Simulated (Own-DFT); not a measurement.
## Calculated data, Hf₂₀Si₃₉ (HfSi2 crystal with one vacancy, atoms displaced)

All values are calculated (Own-DFT development build). A calculation, not a measurement: plane-wave density functional theory by an unreviewed code, no spin, of a simulated periodic cell, stress positive in tension, run twice, with PBE and with PBEsol, both on files made for PBE, so the change isn't that of files made for PBEsol, hafnium file: forces about 75 meV/angstrom off all-electron values; forces on such cells moved up to 12 meV/angstrom on a denser k mesh; the far tail of each file's local potential was reset to the Coulomb form; each entry is a single point on an unrelaxed cell, so the pressure reflects the starting lattice, taken from the Materials Project, from which strain is counted, and rises with the displacements; printed positions are rounded, which can move forces by about a meV/angstrom; the program, named Own-DFT, is a retired in-house code; no spin-orbit coupling; stress was not checked against mesh or cutoff.

```json
{"formula": "Hf20Si39", "kind": "HfSi2 crystal with one vacancy, atoms displaced", "structure": {"cell_angstrom": [[-7.2972, 7.0724, -1.7824], [3.6486, 7.0873, 5.7379], [3.6486, 3.5213, -8.4115]], "atoms_fractional": [["Hf", 0.52124, 0.54616, 0.75971], ["Hf", 0.28386, 0.25129, 0.04761], ["Si", 0.417, 0.30484, 0.8002], ["Si", 0.37269, 0.50452, 0.99087], ["Si", 0.26666, 0.59615, 0.70327], ["Si", 0.52804, 0.19535, 0.08972], ["Hf", 0.72824, 0.75136, 0.95681], ["Hf", 0.4758, 0.45843, 0.2387], ["Si", 0.63154, 0.50631, 0.99469], ["Si", 0.57336, 0.69676, 0.19967], ["Si", 0.47591, 0.80002, 0.90384], ["Si", 0.72374, 0.40299, 0.29717], ["Hf", 0.92727, 0.95083, 0.14747], ["Hf", 0.67959, 0.64888, 0.44457], ["Si", 0.82261, 0.70268, 0.20336], ["Si", 0.77771, 0.9027, 0.3984], ["Si", 0.67859, 0.00046, 0.09951], ["Si", 0.9143, 0.59719, 0.50333], ["Hf", 0.0211, 0.55744, 0.75581], ["Hf", 0.77544, 0.2613, 0.04856], ["Si", 0.92385, 0.29294, 0.79946], ["Si", 0.87761, 0.49582, 0.99941], ["Si", 0.78218, 0.60015, 0.69674], ["Si", 0.02674, 0.19513, 0.09068], ["Hf", 0.21758, 0.75222, 0.96023], ["Hf", 0.96915, 0.45065, 0.25307], ["Si", 0.12467, 0.48952, 0.00408], ["Si", 0.08001, 0.69878, 0.20522], ["Si", 0.97124, 0.79663, 0.90552], ["Si", 0.22275, 0.39879, 0.29148], ["Hf", 0.4185, 0.9367, 0.15799], ["Hf", 0.17393, 0.65477, 0.43917], ["Si", 0.31988, 0.70175, 0.19376], ["Si", 0.26837, 0.89598, 0.39881], ["Si", 0.18167, 0.99273, 0.10467], ["Si", 0.42385, 0.59292, 0.49896], ["Hf", 0.62662, 0.15022, 0.35866], ["Hf", 0.3749, 0.86243, 0.64218], ["Si", 0.53095, 0.90344, 0.39978], ["Si", 0.47325, 0.10182, 0.58669], ["Si", 0.38304, 0.19669, 0.29964], ["Hf", 0.83123, 0.33517, 0.55461], ["Hf", 0.56986, 0.0565, 0.85001], ["Si", 0.72987, 0.09494, 0.60355], ["Si", 0.67668, 0.30122, 0.80451], ["Si", 0.57416, 0.39353, 0.50003], ["Si", 0.81836, 0.0001, 0.8914], ["Hf", 0.1324, 0.14337, 0.35198], ["Hf", 0.8713, 0.8613, 0.64998], ["Si", 0.02315, 0.8935, 0.39649], ["Si", 0.96678, 0.0894, 0.60254], ["Si", 0.87683, 0.1917, 0.30255], ["Si", 0.12679, 0.80063, 0.69612], ["Hf", 0.31515, 0.34817, 0.55857], ["Hf", 0.07215, 0.046, 0.84689], ["Si", 0.23275, 0.10867, 0.59351], ["Si", 0.1825, 0.30569, 0.80476], ["Si", 0.07062, 0.39555, 0.51086], ["Si", 0.32914, 0.99663, 0.89506]]}, "settings": {"functional": "PBE, then PBEsol", "potential_files": "PseudoDojo norm-conserving, scalar-relativistic, standard set", "wave_cutoff [hartree]": 42.0, "occupations": "cold (Marzari-Vanderbilt)", "smearing_width [eV]": 0.2, "k_mesh": "4 x 4 x 4 centred on Gamma"}, "results": {"PBE_pressure [GPa]": 2.61, "PBE_stress_xx [GPa]": -2.99, "PBE_stress_yy [GPa]": -3.27, "PBE_stress_zz [GPa]": -1.58, "PBE_stress_yz [GPa]": 0.5, "PBE_stress_xz [GPa]": 0.08, "PBE_stress_xy [GPa]": 0.02, "PBEsol_pressure [GPa]": -0.58, "PBEsol_stress_xx [GPa]": -0.12, "PBEsol_stress_yy [GPa]": 0.01, "PBEsol_stress_zz [GPa]": 1.84, "PBEsol_stress_yz [GPa]": 0.54, "PBEsol_stress_xz [GPa]": 0.07, "PBEsol_stress_xy [GPa]": 0.02, "force_element": ["Hf", "Hf", "Si", "Si", "Si", "Si", "Hf", "Hf", "Si", "Si", "Si", "Si", "Hf", "Hf", "Si", "Si", "Si", "Si", "Hf", "Hf", "Si", "Si", "Si", "Si", "Hf", "Hf", "Si", "Si", "Si", "Si", "Hf", "Hf", "Si", "Si", "Si", "Si", "Hf", "Hf", "Si", "Si", "Si", "Hf", "Hf", "Si", "Si", "Si", "Si", "Hf", "Hf", "Si", "Si", "Si", "Si", "Hf", "Hf", "Si", "Si", "Si", "Si"], "PBE_force_x [eV/angstrom]": [-0.761, 0.409, -1.003, 0.175, -0.401, 0.749, 0.041, -0.021, 0.357, -0.082, -1.182, -0.01, -0.062, 1.036, -0.27, 0.184, 0.64, -1.75, -0.844, -0.573, -0.156, 0.217, 2.875, 0.436, -1.321, -0.671, 0.467, 0.308, -0.22, 0.382, -0.672, 0.283, -0.289, -0.133, 1.096, 0.455, -0.952, -0.371, -0.013, 0.25, 0.564, 1.146, -0.609, 0.822, 0.114, 0.385, 0.232, 0.776, -1.49, 0.276, -0.709, -0.005, 0.44, -1.047, -0.448, 0.421, 0.501, -0.814, 0.841], "PBE_force_y [eV/angstrom]": [-0.047, -1.005, 0.415, 0.191, 0.839, 1.118, -1.169, -0.49, -0.314, 0.366, -0.184, -0.014, -0.399, -0.305, -0.073, -0.373, -0.192, 1.288, -0.939, -0.921, 0.536, 0.39, -0.764, 0.852, -0.784, 0.374, 0.504, -0.909, 0.494, 0.587, 1.642, -0.183, 0.124, 0.546, -0.187, 1.033, -0.774, -0.737, -0.457, 0.516, -0.205, -0.127, -0.287, -0.464, -0.385, 0.515, 0.729, -0.449, -1.29, 0.518, 1.134, 0.412, 0.063, 0.637, 0.806, -1.037, -1.224, 0.005, 0.051], "PBE_force_z [eV/angstrom]": [0.848, 0.805, -0.297, -0.786, -0.374, 0.087, -0.359, -0.468, -0.312, 0.105, 0.646, 0.054, -1.245, 0.461, 0.145, -0.268, -0.712, 0.859, -1.492, -0.075, 0.071, 0.259, -0.274, -0.188, -0.053, 0.917, 0.502, 0.625, 0.119, -0.445, 0.419, -0.959, -0.711, -0.147, 0.407, 0.485, 0.222, -0.597, -0.374, -1.144, -0.16, 0.386, 0.794, 0.363, 0.273, -0.583, 0.053, -0.094, -0.359, 0.103, 0.394, 0.06, 0.681, 0.591, 1.034, -0.957, -0.022, 0.375, 0.313], "PBEsol_force_x [eV/angstrom]": [-0.75, 0.402, -1.021, 0.162, -0.405, 0.751, 0.036, -0.022, 0.363, -0.072, -1.201, -0.021, -0.065, 0.985, -0.274, 0.185, 0.622, -1.768, -0.841, -0.572, -0.162, 0.224, 2.899, 0.436, -1.309, -0.658, 0.475, 0.303, -0.216, 0.386, -0.659, 0.284, -0.295, -0.141, 1.08, 0.46, -0.945, -0.331, -0.006, 0.247, 0.567, 1.137, -0.576, 0.83, 0.124, 0.371, 0.216, 0.767, -1.499, 0.277, -0.717, -0.002, 0.46, -1.039, -0.439, 0.429, 0.495, -0.814, 0.847], "PBEsol_force_y [eV/angstrom]": [-0.077, -0.999, 0.423, 0.206, 0.802, 1.112, -1.13, -0.49, -0.316, 0.357, -0.192, 0.004, -0.384, -0.331, -0.08, -0.36, -0.203, 1.279, -0.919, -0.921, 0.531, 0.387, -0.762, 0.843, -0.759, 0.362, 0.511, -0.912, 0.477, 0.585, 1.629, -0.184, 0.139, 0.553, -0.198, 1.026, -0.758, -0.754, -0.473, 0.536, -0.216, -0.115, -0.255, -0.463, -0.394, 0.488, 0.733, -0.434, -1.243, 0.519, 1.131, 0.394, 0.079, 0.641, 0.78, -1.037, -1.234, -0.004, 0.067], "PBEsol_force_z [eV/angstrom]": [0.838, 0.768, -0.297, -0.768, -0.435, 0.164, -0.355, -0.508, -0.298, 0.102, 0.569, 0.11, -1.189, 0.441, 0.144, -0.255, -0.775, 0.938, -1.432, -0.107, 0.066, 0.253, -0.354, -0.139, -0.02, 0.873, 0.48, 0.619, 0.074, -0.395, 0.463, -0.973, -0.696, -0.149, 0.341, 0.543, 0.255, -0.602, -0.351, -1.118, -0.216, 0.423, 0.741, 0.364, 0.27, -0.642, 0.111, -0.051, -0.377, 0.092, 0.374, 0.013, 0.732, 0.608, 0.973, -0.93, -0.006, 0.322, 0.375], "rms_change_of_force_components_from_PBE_to_PBEsol [eV/angstrom]": 0.027}}
```
